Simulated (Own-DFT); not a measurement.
SiC (2H silicon carbide, atoms displaced), GaP (zincblende, strained, atoms displaced), GaN (wurtzite, strained, atoms displaced) (calculated)

A calculation, not a measurement: plane-wave PBE density functional theory by an unreviewed code, no spin, of a simulated periodic cell, stress positive in tension, free energy of the whole cell less one offset for each atom, forces on such cells passed a denser k mesh, this cell's mesh not checked; offsets are fitted by least squares, one for each functional and potential file, so energies compare only between cells with the same atoms and settings and are not formation energies; the far tail of each file's local potential was reset to the Coulomb form; each entry is a single point on an unrelaxed cell, so the pressure reflects the starting lattice, mostly measured values (interpolated for alloys), from which strain is counted, and rises with the displacements; printed positions are rounded, which can move forces by about a meV/angstrom; the program, named Own-DFT, is a retired in-house code; no spin-orbit coupling. Program: Own-DFT development build.

Common to all runs: functional PBE.

(1) 
```xyz
32
Lattice="6.1654 0.0000 0.0000 -3.0827 5.3394 0.0000 0.0000 0.0000 10.0681" Properties=species:S:1:pos:R:3:force_x:R:1:force_y:R:1:force_z:R:1 formula=SiC potential_files=PseudoDojo_norm-conserving,scalar-relativistic,standard_set wave_cutoff=42 occupations=Fermi-Dirac smearing_width=0.1 hardware=one_NVIDIA_H100 k_mesh=5_x_5_x_3_centred_on_Gamma free_energy_of_cell_above_offsets=-4.415 pressure=3.87 stress_xx=-2.14 stress_yy=-3.22 stress_zz=-6.24 stress_yz=-1.46 stress_xz=-0.23 stress_xy=-0.02 wall_time=139.3
Si     3.0857     5.3041     0.0345      0.569      0.638     -1.108
Si    -0.0136     1.7849     2.4896      0.469     -0.008      0.874
C      6.1115     0.0189     1.9250        1.2     -0.395      -0.36
C     -0.0230     1.7220     4.4114      0.063      0.357     -0.225
Si     3.0912     5.2858     5.0611      0.296       0.63     -0.577
Si     0.0102     1.7695     7.5671     -0.126      1.317     -0.353
C      0.0121     0.0328     6.9509     -0.198     -0.642      -0.91
C      0.0069     1.8402     9.4240      0.069     -1.812        0.8
Si     4.6176     2.6017     0.0206      0.556      2.335      -0.56
Si    -1.5353     4.5066     2.5334      0.118     -0.726     -0.646
C     -1.4918     2.6891     1.9189     -1.501      0.296     -0.325
C     -1.4905     4.4208     4.4076     -0.324      0.918      0.439
Si     4.6043     2.6706     5.0456      1.036     -0.214     -0.004
Si    -1.5558     4.4411     7.4861      0.651      0.661       1.86
C     -1.5532     2.7031     6.9369      0.068      -1.35     -0.489
C     -1.5033     4.4905     9.4138     -0.351     -0.911      0.823
Si     0.0570     5.3376     0.0448     -0.639     -0.372     -2.578
Si     3.0823     1.7503     2.5314      0.614      1.405     -0.295
C      3.1249     0.0487     1.8396     -0.638     -0.969      2.136
C      3.1020     1.7824     4.4215     -0.602     -0.019     -0.586
Si     3.1383     0.0400     5.0708     -1.163     -0.691     -0.323
Si     3.0470     1.7309     7.5216      0.996      2.175      0.936
C      3.0571     0.0626     6.9329      1.034     -2.493     -0.593
C      3.1160     1.7741     9.4142      -0.43     -0.683       0.48
Si     1.5720     2.5853     0.0189     -0.115      1.771     -1.068
Si     1.5390     4.4592     2.5563     -0.283     -0.254     -1.101
C      1.5440     2.6735     1.8648      0.233      -0.24      1.312
C      1.5209     4.4675     4.3984      0.561     -0.972      0.726
Si     1.5124     2.6219     4.9682      0.064      0.656       1.16
Si     1.6038     4.4351     7.5390     -1.355      0.346      0.557
C      1.5722     2.6733     6.9112     -0.855     -0.117     -0.508
C      1.5731     4.4425     9.4301     -0.015     -0.637      0.505
```

Units: wave_cutoff in hartree; smearing_width, free_energy_of_cell_above_offsets in eV; pressure, stress_xx, stress_yy, stress_zz, stress_yz, stress_xz, stress_xy in GPa; wall_time in s; force_x, force_y, force_z in eV/Å.

(2) 
```xyz
64
Lattice="10.8620 0.0000 0.0000 0.0000 10.8620 0.0000 0.0000 0.0000 10.9361" Properties=species:S:1:pos:R:3:force_x:R:1:force_y:R:1:force_z:R:1 formula=GaP potential_files=PseudoDojo_norm-conserving,scalar-relativistic,standard_set wave_cutoff=42 occupations=Fermi-Dirac smearing_width=0.1 hardware=one_NVIDIA_H100 k_mesh=3_x_3_x_3_centred_on_Gamma free_energy_of_cell_above_offsets=-33.129 pressure=3.6 stress_xx=-3.7 stress_yy=-3.84 stress_zz=-3.27 stress_yz=-0.14 stress_xz=0.42 stress_xy=-0.51 wall_time=518.1
Ga     0.0618    10.7616     0.0467     -0.529      0.802     -0.216
Ga     0.0010     2.7519     2.7453      0.032     -0.259      0.398
Ga     2.6581    10.8165     2.7205      0.486      0.685     -0.527
Ga     2.6927     2.7082     0.0069     -0.275      0.255      0.082
P      1.2864     1.3517     1.3410      0.676      0.178      0.604
P      1.3770     4.0587     4.1838      0.217      0.498     -0.781
P      4.0943     1.3644     4.0053     -0.126     -0.802      0.968
P      4.1109     4.1184     1.3011      -0.45     -0.363      0.855
Ga    10.7711    10.8411     5.5312      0.713      0.144     -1.387
Ga    10.7728     2.7060     8.2646      1.273      0.604     -1.285
Ga     2.6828    10.7625     8.2110     -0.173      1.421     -0.709
Ga     2.7798     2.6715     5.4768      -0.38     -0.209     -0.053
P      1.2840     1.3212     6.7537      0.736      0.425      1.195
P      1.3621     4.0830     9.5390     -0.118      0.306      0.419
P      3.9692     1.4061     9.5056      0.774     -0.546      0.077
P      4.0727     4.0876     6.8189      0.654     -0.246      0.059
Ga     0.0592     5.5705     0.0194     -0.661      -1.94     -0.583
Ga     0.0657     8.0903     2.6709     -0.685      0.882      1.215
Ga     2.7732     5.5165     2.7359     -0.508     -1.112     -0.002
Ga     2.7783     8.0766     0.0387     -0.047      0.813     -0.513
P      1.3468     6.7901     1.3540      1.179      0.122      0.317
P      1.4329     9.4997     4.1005     -0.992     -0.711      0.725
P      4.0924     6.8476     4.0651      0.143      0.063      0.707
P      4.1243     9.5815     1.2996     -0.557     -0.748      0.726
Ga    10.7649     5.4137     5.4458      1.187     -0.258      0.469
Ga    10.8598     8.0853     8.1509     -0.031      0.893      1.276
Ga     2.7993     5.4100     8.2246     -0.822       0.01     -0.195
Ga     2.7464     8.0788     5.6015      -1.42     -0.719     -1.645
P      1.2812     6.7545     6.9045       0.98     -0.902     -0.869
P      1.3935     9.5735     9.6002     -0.342     -2.105      0.006
P      4.1138     6.8218     9.4926     -0.159     -0.821      1.278
P      3.9456     9.4082     6.8390      2.031      1.289       0.59
Ga     5.4125     0.0612    10.9055     -0.417      0.526     -0.439
Ga     5.4362     2.7838     2.8308     -0.053      -0.36     -1.514
Ga     8.1570    10.8550     2.7129      0.228      0.697     -0.321
Ga     8.0625     2.6215    10.8688      1.487      0.384      0.334
P      6.7734     1.3638     1.2902     -0.298     -0.052      1.473
P      6.7812     4.0568     4.1187      0.209      1.306     -0.108
P      9.4675     1.3786     4.1393     -0.084      0.095      -0.26
P      9.5162     4.0514     1.3647     -0.172      0.378     -0.669
Ga     5.4623    10.7791     5.5083     -0.497      0.254     -0.539
Ga     5.4817     2.7276     8.2608     -0.549     -0.263     -0.744
Ga     8.1054    10.8464     8.1731      0.922      0.063      0.637
Ga     8.0674     2.7972     5.5004      0.712     -0.765     -0.213
P      6.8356     1.3293     6.8117     -0.838      0.355       0.37
P      6.7696     4.0468     9.6462      0.801      0.164     -1.171
P      9.6325     1.3706     9.5918     -1.728     -1.309      0.456
P      9.4884     4.0776     6.8139     -0.368     -0.143      0.734
Ga     5.4968     5.3872    10.9130     -0.671       1.14      0.201
Ga     5.4421     8.1762     2.7107      0.064      0.633      0.019
Ga     8.1880     5.4515     2.6988     -0.356     -0.113      0.186
Ga     8.1926     8.0463    10.8805      -0.42      1.121      0.298
P      6.7636     6.8463     1.3456      0.395      -0.75      0.073
P      6.9015     9.4965     4.0774     -1.012      -0.21      0.254
P      9.4898     6.7680     4.1939      0.155       0.42     -1.659
P      9.5171     9.4950     1.3434     -0.213     -0.711      0.186
Ga     5.4419     5.4851     5.4695      0.148     -0.081      0.145
Ga     5.3964     8.1554     8.2135      0.707      0.827      -0.08
Ga     8.1301     5.4352     8.2113      0.059     -0.957      0.175
Ga     8.2708     8.2265     5.4532     -1.081     -0.769      0.446
P      6.8189     6.7990     6.9595     -0.201      0.672     -1.504
P      6.7649     9.5768     9.6311      0.341     -0.932     -0.725
P      9.4935     6.7248     9.5464      0.448      0.467      -0.16
P      9.5512     9.4704     6.8360     -0.525      0.262      0.915
```

Units: wave_cutoff in hartree; smearing_width, free_energy_of_cell_above_offsets in eV; pressure, stress_xx, stress_yy, stress_zz, stress_yz, stress_xz, stress_xy in GPa; wall_time in s; force_x, force_y, force_z in eV/Å.

(3) 
```xyz
72
Lattice="9.2481 0.0000 0.0000 -4.6241 8.0091 0.0000 0.0000 0.0000 10.0681" Properties=species:S:1:pos:R:3:force_x:R:1:force_y:R:1:force_z:R:1 formula=SiC potential_files=PseudoDojo_norm-conserving,scalar-relativistic,standard_set wave_cutoff=42 occupations=Fermi-Dirac smearing_width=0.1 hardware=one_NVIDIA_H100 k_mesh=4_x_4_x_3_centred_on_Gamma free_energy_of_cell_above_offsets=-4.760 pressure=5.84 stress_xx=-4.95 stress_yy=-4.34 stress_zz=-8.24 stress_yz=-0.41 stress_xz=0.48 stress_xy=-0.87 wall_time=352.5
Si     4.6015     7.8543     0.0678     -0.948      1.908     -1.164
Si     0.0221     1.7251     2.5337     -0.257      0.868     -0.796
C      4.5990     7.8914     1.9464      -1.46      2.653      -1.16
C     -0.0348     1.7861     4.3907      1.029     -0.709      0.083
Si     4.6169     8.0087     5.0492      0.468      -0.39     -1.434
Si     0.0161     1.7851     7.5451      -1.04      0.145     -0.266
C      9.1970     0.0288     6.8637      0.518     -0.625      2.117
C     -0.0321     1.8037     9.4356     -1.362     -3.131     -0.543
Si    -1.5196     2.6532     0.0496     -0.781     -0.604     -3.717
Si    -1.5978     4.4056     2.4893      1.106      2.365     -0.066
C     -1.4556     2.7053     1.7565     -0.812     -1.543      5.107
C     -1.5033     4.3878     4.4239     -1.507      2.234      -0.66
Si    -1.5160     2.7275     4.9996      -0.11     -2.061      1.632
Si    -1.5367     4.4321     7.5280      1.004      1.035      2.236
C      7.6532     2.7526     6.9776      1.298     -2.356     -1.991
C     -1.5880     4.3630     9.5083      0.785      2.567     -1.474
Si     6.1395     5.3784     0.0145      0.237     -2.366     -0.235
Si    -3.1020     7.2426     2.4426     -0.791     -4.921      3.758
C      6.1231     5.3973     1.8447      0.365     -0.336      1.637
C     -3.0363     7.1036     4.4479     -1.012     -0.156     -0.719
Si     6.1287     5.2840     5.1950      1.242      1.364     -5.845
Si    -3.0789     7.1245     7.5716     -0.319      0.666     -0.873
C     -3.0074     5.3171     6.8854     -1.201      0.776      4.456
C     -3.0727     7.0998     9.4980     -0.292      0.401     -1.568
Si     3.0636     0.0155    10.0563      0.433     -0.852      0.911
Si     3.0672     1.7712     2.5037       0.32      0.174     -0.381
C     -1.6513     7.9372     1.9276       4.53      3.385     -1.737
C      3.0642     1.8107     4.4027      3.213     -1.938     -1.432
Si    -1.5004     8.0022     4.9985     -0.661       0.36      0.614
Si     3.2220     1.8008     7.6124       -3.7     -0.759     -1.582
C      3.0313     0.0460     6.8716      1.627     -0.622      1.637
C      3.1136     1.7211     9.4360     -0.295      1.502      1.053
Si     1.4080     2.5332    10.0155      4.012      2.791      0.836
Si     1.5270     4.4104     2.5353      -0.64      1.399      0.583
C      1.5483     2.6953     1.8357     -0.416     -1.459      0.447
C      1.5598     4.3316     4.5323     -0.529      1.898     -2.142
Si     1.6504     2.5811     4.9725     -4.215      1.282      2.666
Si     1.5170     4.5033     7.6327      1.503     -1.864     -2.236
C      1.4614     2.6624     6.8890      2.457      0.626      1.037
C      1.4850     4.4956     9.4451      1.098      -2.77      0.056
Si     0.0699     5.3135    10.0575      -3.57      1.038      1.299
Si     0.0824     7.2110     2.5179     -3.903     -2.421      1.822
C     -0.0010     5.4653     1.8896      0.094     -2.283       0.48
C      0.0404     7.1366     4.4836      0.369     -0.337     -1.267
Si    -0.0757     5.3227     5.1371      2.433        0.1     -2.104
Si     0.0462     7.1308     7.5799     -1.421      0.503     -0.811
C      0.0769     5.3538     6.9428     -2.095      0.512      1.175
C      0.0107     7.1510     9.4741     -2.816     -2.129     -1.246
Si     1.4069     7.9333     0.0090      4.602      2.417     -0.043
Si     6.2261     1.7450     2.5049     -0.433      1.728      -0.58
C      6.0932     0.0172     1.8871      2.899      0.822     -0.581
C      6.1972     1.8020     4.3777      0.302     -0.166      0.233
Si     6.2663     0.0111     4.9641     -1.851     -0.129      2.093
Si     6.2084     1.7576     7.5326     -0.853      1.001      0.495
C      6.1962     0.0062     7.0026     -0.341      0.124     -2.163
C      6.2355     1.7449     9.4095      -1.26     -0.329      1.255
Si     4.7027     2.6658     0.0678     -0.531     -0.988     -1.048
Si     4.6126     4.5515     2.5465     -0.045     -1.061     -1.375
C      4.6558     2.6689     1.9163     -0.102      0.272      0.785
C      4.6447     4.4610     4.4090      0.365     -0.155      0.198
Si     4.6572     2.7054     4.9829     -0.637     -1.154      0.345
Si     4.6776     4.4459     7.5869     -0.946     -0.118      0.224
C      4.5839     2.6887     6.8780      2.326      0.375      0.082
C      4.5807     4.3775     9.4941      0.453      1.454     -0.658
Si     2.9869     5.2776     0.0300      1.758      0.219     -1.083
Si     3.0443     7.0973     2.5515       -0.5     -0.316     -0.992
C      3.0135     5.3805     1.8412      0.502     -1.051      2.051
C      3.0585     7.0740     4.3647      1.311     -0.693      1.249
Si     3.1183     5.2027     5.0702     -1.501      2.084      0.321
Si     3.0610     7.1258     7.5385      1.089     -0.054       0.62
C      3.1287     5.3780     6.9632     -0.153     -1.181     -0.241
C      3.0649     7.0172     9.4348     -0.444      0.981      0.621
```

Units: wave_cutoff in hartree; smearing_width, free_energy_of_cell_above_offsets in eV; pressure, stress_xx, stress_yy, stress_zz, stress_yz, stress_xz, stress_xy in GPa; wall_time in s; force_x, force_y, force_z in eV/Å.

(4) 
```xyz
96
Lattice="12.7560 0.0000 0.0000 -4.7835 8.2853 0.0829 0.0000 0.1037 10.3700" Properties=species:S:1:pos:R:3:force_x:R:1:force_y:R:1:force_z:R:1 formula=GaN potential_files=PseudoDojo_norm-conserving,scalar-relativistic,standard_set_with_the_stringent_files_for_Ga wave_cutoff=96 occupations=Gaussian smearing_width=0.01 k_mesh=3_x_4_x_3_centred_on_Gamma free_energy_of_cell_above_offsets=-4.263 pressure=7.25 stress_xx=-9.13 stress_yy=-5.97 stress_zz=-6.65 stress_yz=2.23 stress_xz=0 stress_xy=0.43
Ga     0.0218     1.9479    10.3720     -0.975      0.279      0.216
Ga     1.6195     0.9725     2.6050     -0.938     -0.322      0.999
N      0.0432     1.9783     1.9436     -0.613     -4.333     -0.958
N      1.5375     1.0200     4.6701      1.433     -1.125     -1.455
Ga    -0.0233     1.8970     5.2539     -0.429      0.764     -1.696
Ga     1.6478     0.9698     7.7569     -2.904      0.338     -0.168
N     -0.0356     1.9024     7.0645       0.35     -0.413      3.383
N      1.5736     1.1163     9.6637       0.41     -1.243      0.658
Ga    -1.6101     4.7302    10.2844     -0.346       0.15      1.897
Ga    -0.0699     3.6086     2.5649      0.599      4.185      1.564
N     -1.6707     4.6270     2.0518      1.377      0.659     -1.816
N      0.0491     3.7075     4.5166     -1.507      0.058      0.542
Ga    -1.6606     4.6885     5.2521      1.358     -1.451     -0.905
Ga     0.0159     3.7871     7.8801     -1.117     -1.213     -2.046
N     -1.6383     4.5925     7.1460      1.319      1.868      0.988
N      0.0146     3.8185     9.7501     -0.516     -0.327      0.496
Ga    -3.2207     7.4893    10.3717     -0.246      0.265      1.433
Ga    -1.5659     6.5515     2.6074     -0.952     -1.903      0.811
N     -3.1912     7.3875     2.0689      -0.01      0.982     -1.485
N     -1.5907     6.4127     4.5568      0.107      2.168       0.75
Ga    -3.1845     7.4014     5.3382      0.677      0.265     -2.138
Ga    -1.6389     6.5968     7.8597      1.684     -2.704      0.553
N     -3.0670     7.4539     7.2167     -3.092      0.248      0.293
N     -1.5841     6.6437     9.8346     -0.228     -0.704     -0.603
Ga     3.2035     1.9117    10.3169      0.111      0.686       0.89
Ga     4.7705     0.9242     2.6359      0.148      0.499     -0.313
N      3.1748     1.8682     1.9781      0.778     -0.755     -0.956
N      4.7580     0.9994     4.5768      0.509     -0.202      0.246
Ga     3.2054     1.9257     5.2472     -1.032      0.177      -0.65
Ga     4.8378     0.9614     7.7472     -1.079     -0.198     -0.311
N      3.1014     1.8399     7.1771       3.52       1.63     -0.196
N      4.8213     0.9537     9.7124     -1.671      0.691     -0.816
Ga     1.6102     4.6521    10.3247      0.313      1.225      1.863
Ga     3.1861     3.6811     2.5582     -1.044      0.226      0.994
N      1.6050     4.6041     2.0061     -0.548      0.426     -0.932
N      3.1268     3.7797     4.5600      2.164     -1.168       0.01
Ga     1.6096     4.5945     5.1837      -1.49      0.824      0.506
Ga     3.2062     3.7245     7.8261     -0.221      0.204     -0.575
N      1.5502     4.5914     7.1791      1.387      1.269     -0.046
N      3.2526     3.8224     9.7601     -0.308     -0.859     -0.005
Ga     0.0179     7.4057     0.0865      0.181     -1.571      0.991
Ga     1.5799     6.4739     2.7047      0.259     -1.229     -1.399
N      0.0195     7.3836     2.1040      0.105      0.709     -1.455
N      1.5698     6.4832     4.5509       0.68      0.106      2.066
Ga     0.0795     7.4301     5.2401     -1.809     -0.895      0.045
Ga     1.6056     6.5335     7.8098     -0.838     -1.628      0.874
N     -0.0412     7.3504     7.2271      1.149      1.296     -0.583
N      1.6125     6.5844     9.8494     -0.523     -0.653     -1.064
Ga     6.2976     1.8234    10.3157      2.187       1.28      1.659
Ga     7.9977     0.9406     2.5748     -0.469     -0.645      0.736
N      6.4144     1.7608     1.9595     -0.926      1.072     -0.168
N      7.9695     0.8793     4.6444     -0.267      2.445     -2.067
Ga     6.4137     1.8718     5.1596     -0.581      0.603      0.564
Ga     7.8151     0.9841     7.8342      5.011     -1.412      0.091
N      6.4571     1.8590     7.1897     -3.359      2.159     -1.666
N      8.0235     1.0911     9.7169     -1.586     -1.537      0.654
Ga     4.8252     4.7570    10.3759     -0.399     -0.539       0.97
Ga     6.3717     3.6901     2.5638      0.529     -0.755      0.972
N      4.7733     4.5113     2.0568      0.397      2.043     -1.537
N      6.3214     3.7440     4.6447      1.267     -0.882     -0.988
Ga     4.7961     4.6797     5.1916     -1.122     -0.484      0.911
Ga     6.3730     3.7893     7.8362      1.564     -0.771     -0.414
N      4.8504     4.6493     7.2698     -1.616       0.56     -1.271
N      6.3324     3.6759     9.7671      0.059       0.88      0.098
Ga     3.1706     7.3476     0.0939      0.012      0.976      0.761
Ga     4.7657     6.4486     2.7167       0.43     -0.029      -1.34
N      3.1565     7.3915     2.0987      0.876     -0.246     -1.037
N      4.7302     6.4574     4.5839      0.568       1.28      1.383
Ga     3.1210     7.4763     5.3076      0.642     -3.223     -0.425
Ga     4.8236     6.5321     7.8577     -1.366     -0.675     -0.304
N      3.1487     7.3624     7.2064      1.024      1.016      0.508
N      4.7448     6.6245     9.7993      0.465     -1.005     -0.188
Ga     9.5501     1.7927     0.0411      0.621      1.551     -0.746
Ga    11.0998     0.9530     2.6626      1.325     -0.228     -1.071
N      9.5320     1.8631     1.9521      0.534      0.023       0.52
N     11.1549     0.9029     4.5686     -0.263      0.649     -0.144
Ga     9.5256     1.8634     5.0876      1.115     -0.165       2.43
Ga    11.1074     0.9783     7.8263      1.299      0.104     -1.236
N      9.6488     1.9072     7.2135     -2.695     -0.276     -1.586
N     11.1315     1.0879     9.7034      0.855     -1.023      1.143
Ga     7.8930     4.6396    10.3706      1.011      0.372      0.745
Ga     9.5989     3.6866     2.6100     -1.417      0.757      0.111
N      7.9236     4.6648     2.0176      0.477     -0.754     -0.812
N      9.5315     3.6846     4.5712       0.17      0.052     -0.292
Ga     7.9868     4.5973     5.2453      -0.45      0.843     -0.383
Ga     9.5911     3.7507     7.7772     -0.639     -0.862      0.317
N      8.0363     4.7135     7.1833     -1.012     -0.083       0.26
N      9.5434     3.8378     9.7094     -0.102     -0.645      0.837
Ga     6.3678     7.4250    10.3723     -0.359      1.912      1.407
Ga     7.9603     6.5026     2.6256      0.436     -0.358      0.395
N      6.4441     7.4406     1.9785      -1.58     -0.277      0.121
N      8.0482     6.4799     4.5655     -0.905     -0.228       1.03
Ga     6.4379     7.3883     5.2990     -0.528     -0.694     -1.657
Ga     7.9650     6.5836     7.8408      0.839     -1.036     -0.232
N      6.3597     7.3339     7.1655      0.496      1.505      1.023
N      7.8977     6.5555     9.7893       1.25      -0.55     -0.576
```

Units: wave_cutoff in hartree; smearing_width, free_energy_of_cell_above_offsets in eV; pressure, stress_xx, stress_yy, stress_zz, stress_yz, stress_xz, stress_xy in GPa; force_x, force_y, force_z in eV/Å.
